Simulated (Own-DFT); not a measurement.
# Which defects push the lattice out? 2H SiC

No measurement is shown. These are fixed-geometry runs of a retired plane-wave code named Own-DFT, which no person has reviewed; spin and spin-orbit coupling are neglected.

Settings: PBE; PseudoDojo norm-conserving scalar-relativistic files; cutoff 42 hartree; 4 x 4 x 3 k mesh centred on Gamma; Fermi-Dirac smearing of 0.1 eV.

Caveats (not all hold for every row): some atoms lie very close together; not probed for a lower state with spin; forces on such cells passed a denser k mesh, each cell not checked; stress not checked against mesh or cutoff.

All runs share one cell, with vectors in Å (9.248, 0.000, 0.000); (-4.624, 8.009, 0.000); (0.000, 0.000, 10.068) and a volume of 745.7 Å³. u is the rms random offset of the atoms per axis. The defect's site can differ from row to row.

| cell | formula | u (Å) | P (GPa) |
|---|---|---|---|
| no defect | C36Si36 | 0.0271 | 3.80 |
| no defect | C36Si36 | 0.0307 | 3.98 |
| no defect | C36Si36 | 0.0654 | 6.93 |
| one Si on a C site | C35Si37 | 0.0284 | 10.53 |
| one Si on a C site | C35Si37 | 0.0295 | ? |
| one Si on a C site | C35Si37 | 0.0491 | 11.36 |
| one Si on a C site | C35Si37 | 0.0493 | 11.90 |
| one C on a Si site and one Si on a C site | C36Si36 | 0.0292 | 7.34 |
| one C on a Si site and one Si on a C site | C36Si36 | 0.0296 | 7.63 |
| one C on a Si site and one Si on a C site | C36Si36 | 0.0481 | 8.68 |
| two Al on a Si site each | Al2C36Si34 | 0.0276 | 5.94 |
| two Al on a Si site each | Al2C36Si34 | 0.0294 | 5.95 |
| two Al on a Si site each | Al2C36Si34 | 0.0515 | 7.15 |
| two N on a C site each | C34N2Si36 | 0.0289 | 2.85 |
| two N on a C site each | C34N2Si36 | 0.0292 | 2.89 |
| two N on a C site each | C34N2Si36 | 0.0515 | 4.88 |

## Worked fit

P = P0 + c u² + a shift for each defect gives P0 = 3.21 GPa, c = 855 ± 58 GPa/Å² and a scatter of 0.23 GPa. The shifts, and each times the cell's volume:

- one Si on a C site: 6.45 ± 0.19 GPa, 30.0 eV
- one C on a Si site and one Si on a C site: 3.52 ± 0.19 GPa, 16.4 eV
- two Al on a Si site each: 1.92 ± 0.19 GPa, 8.9 eV (4.5 eV for each of its 2 sites)
- two N on a C site each: -0.90 ± 0.19 GPa, -4.2 eV (-2.1 eV for each of its 2 sites)

A positive shift means that the defect pushes the cell outwards. Shift times volume (160.2 GPa Å³ is 1 eV) depends little on the cell's size, so, taken for each site, it can be compared between cells at like pressure. The atoms around the defects weren't relaxed, which would change these numbers.

## The run left out

Question: what pressure belongs in the blank (one Si on a C site, u = 0.0295 Å)?

Estimate: 10.40 ± 0.27 GPa. DFT gave 10.43 GPa.
